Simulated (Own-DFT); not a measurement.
# Point defects and the pressure they add: zincblende GaAs

Everything here is calculated. The program is Own-DFT (plane waves, in-house, since retired, never reviewed by a person); positions were held fixed, and spin and spin-orbit coupling were off.

Method: PBE; PseudoDojo norm-conserving scalar-relativistic files; cutoff 42 hartree; 3 x 3 x 3 k mesh centred on Gamma; Fermi-Dirac smearing of 0.1 eV.

Limits (not all hold for every row): not probed for a lower state with spin; forces on such cells failed a check on a denser k mesh; forces not confirmed at this smearing and k mesh; forces on such cells passed a denser k mesh, each cell not checked; stress not checked against mesh or cutoff.

All runs share one cell, with vectors in Å (11.307, 0.000, 0.000); (0.000, 11.307, 0.000); (0.000, 0.000, 11.307) and a volume of 1445.4 Å³. Atoms were moved at random from their sites; u is the rms move along one axis. The defect's site can differ from row to row.

```
cell,formula,u (Å),P (GPa)
no defect,As32Ga32,0.0199,3.53
no defect,As32Ga32,0.0212,3.53
no defect,As32Ga32,0.0533,4.05
two As on a Ga site each,As34Ga30,0.0280,4.80
two As on a Ga site each,As34Ga30,0.0286,4.78
two As on a Ga site each,As34Ga30,0.0318,4.75
one In on a Ga site,As32Ga31In,0.0279,4.23
one In on a Ga site,As32Ga31In,0.0300,?
one In on a Ga site,As32Ga31In,0.0480,4.56
one In on a Ga site,As32Ga31In,0.0504,4.69
two As vacancies,As30Ga32,0.0269,3.24
two As vacancies,As30Ga32,0.0484,3.34
two As vacancies,As30Ga32,0.0520,3.56
one As on a Ga site and one Ga on an As site,As32Ga32,0.0295,3.97
one As on a Ga site and one Ga on an As site,As32Ga32,0.0326,3.99
one As on a Ga site and one Ga on an As site,As32Ga32,0.0492,4.22
```

## Fit

P = P0 + c u² + a shift for each defect gives P0 = 3.47 GPa, c = 192 ± 22 GPa/Å² and a scatter of 0.07 GPa. The shifts, and each times the cell's volume:

- two As on a Ga site each: 1.14 ± 0.06 GPa, 10.3 eV (5.2 eV for each of its 2 sites)
- one In on a Ga site: 0.67 ± 0.06 GPa, 6.0 eV
- one As on a Ga site and one Ga on an As site: 0.31 ± 0.05 GPa, 2.8 eV
- two As vacancies: -0.46 ± 0.06 GPa, -4.1 eV (-2.1 eV for each of its 2 sites)

A positive shift means that the defect pushes the cell outwards. Shift times volume (160.2 GPa Å³ is 1 eV) depends little on the cell's size, so, taken for each site, it can be compared between cells at like pressure. The atoms around the defects weren't relaxed, which would change these numbers.

## Check

The question: what pressure belongs in the blank (one In on a Ga site, u = 0.0300 Å)?

The fitted form gives 4.31 ± 0.08 GPa. Computed: 4.29 GPa.
